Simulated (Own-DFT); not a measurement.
# Bulk modulus against bond length in tetrahedral crystals

The numbers are computed, not measured, by runs of the plane-wave DFT program Own-DFT (in-house, retired, unreviewed) at fixed positions, with no spin and no spin-orbit coupling.

Limits (not all hold for every row): forces on such cells moved up to 12 meV/angstrom on a denser k mesh; forces not confirmed at this smearing and k mesh; k mesh not checked against a denser one; forces on such cells passed a denser k mesh, each cell not checked; stress not checked against mesh or cutoff.

All runs are PBE with PseudoDojo norm-conserving files; cutoff and k mesh are each material's own. Every cell starts from measured lattice constants and was given uniform random strains and small random moves of its atoms. Each triple is the change of volume in per cent, the rms move u in Å and the pressure in GPa.

- 3C SiC (C32Si32), 10.36 Å³/atom unstrained: (-2.84, 0.053, 12.51); (-2.61, 0.048, 11.54); (-2.28, 0.045, 10.51); (-1.78, 0.049, 9.94); (0.44, 0.048, 4.89); (0.99, 0.048, 3.79); (3.91, 0.049, -2.39)
- wurtzite AlN (Al64N64), 10.45 Å³/atom unstrained: (-3.44, 0.050, 13.98); (-3.32, 0.048, 13.26); (-2.54, 0.049, 11.41); (-1.19, 0.052, 9.61); (-0.51, 0.050, 6.68); (0.36, 0.049, 4.95); (2.08, 0.050, 2.15)
- wurtzite GaN (Ga48N48), 11.42 Å³/atom unstrained: withheld
- diamond silicon (Si64), 20.02 Å³/atom unstrained: (-1.94, 0.047, 4.75); (-1.36, 0.050, 4.01); (-1.24, 0.047, 3.60); (0.36, 0.052, 2.61); (0.83, 0.050, 1.90); (2.10, 0.048, 0.72); (2.85, 0.048, 0.06)
- zincblende GaAs (As32Ga32), 22.58 Å³/atom unstrained: (-2.64, 0.049, 6.24); (-1.76, 0.050, 5.73); (-1.62, 0.050, 5.37); (-1.00, 0.051, 5.00); (-0.46, 0.053, 4.55); (-0.11, 0.050, 4.08); (3.88, 0.050, 1.46)
- grey tin (Sn64), 34.15 Å³/atom unstrained: (-2.58, 0.049, 5.11); (-0.70, 0.052, 4.11); (-0.60, 0.046, 3.97); (0.53, 0.046, 3.45); (0.95, 0.045, 3.09); (1.66, 0.051, 2.95); (1.82, 0.052, 2.77)

## Fit

Fit a line to each set against the fractional change of volume; B is minus its slope, and u is nearly the same within a set. To take it to zero pressure, assume that B rises by 4 GPa for each GPa: B0 = B - 4 x (mean pressure). The bond length of an ideal tetrahedral crystal with the unstrained volume v is d = (√3/4)(8 v)^(1/3). Cohen's empirical rule reads B0 = (1971 - 220 L) d^(-3.5) GPa, with L = 0 for group IV crystals and SiC and 1 for III-V compounds.

| material | L | d (Å) | B (GPa) | mean P (GPa) | B0 (GPa) | rule (GPa) |
|---|---|---|---|---|---|---|
| 3C SiC (C32Si32) | 0 | 1.888 | 216 ± 4 | 7.3 | 187 ± 4 | 213 |
| wurtzite AlN (Al64N64) | 1 | 1.893 | 216 ± 12 | 8.9 | 180 ± 12 | 188 |
| wurtzite GaN (Ga48N48) | 1 | 1.950 | ? | ? | ? | 169 |
| diamond silicon (Si64) | 0 | 2.352 | 94 ± 4 | 2.5 | 84 ± 4 | 99 |
| zincblende GaAs (As32Ga32) | 1 | 2.448 | 74 ± 3 | 4.6 | 55 ± 3 | 76 |
| grey tin (Sn64) | 0 | 2.810 | 53 ± 2 | 3.6 | 38 ± 2 | 53 |

A line through ln[B0/(1971 - 220 L)] against ln d has a slope of -4.2 ± 0.2 and a scatter of 7 %. Against the rule, B0 stands at 88 % for 3C SiC, 96 % for wurtzite AlN, 85 % for diamond silicon, 72 % for zincblende GaAs, 72 % for grey tin. PBE tends to make silicon and heavier crystals too soft, and the rule itself is only a guide.

## Prediction

The question: what B0 does the fitted trend give for wurtzite GaN (Ga48N48)?

The straight line predicts 153 GPa. Its own runs give B = 214 ± 9 GPa at a mean pressure of 7.0 GPa, so B0 = 186 GPa. It lies off the trend of the others.
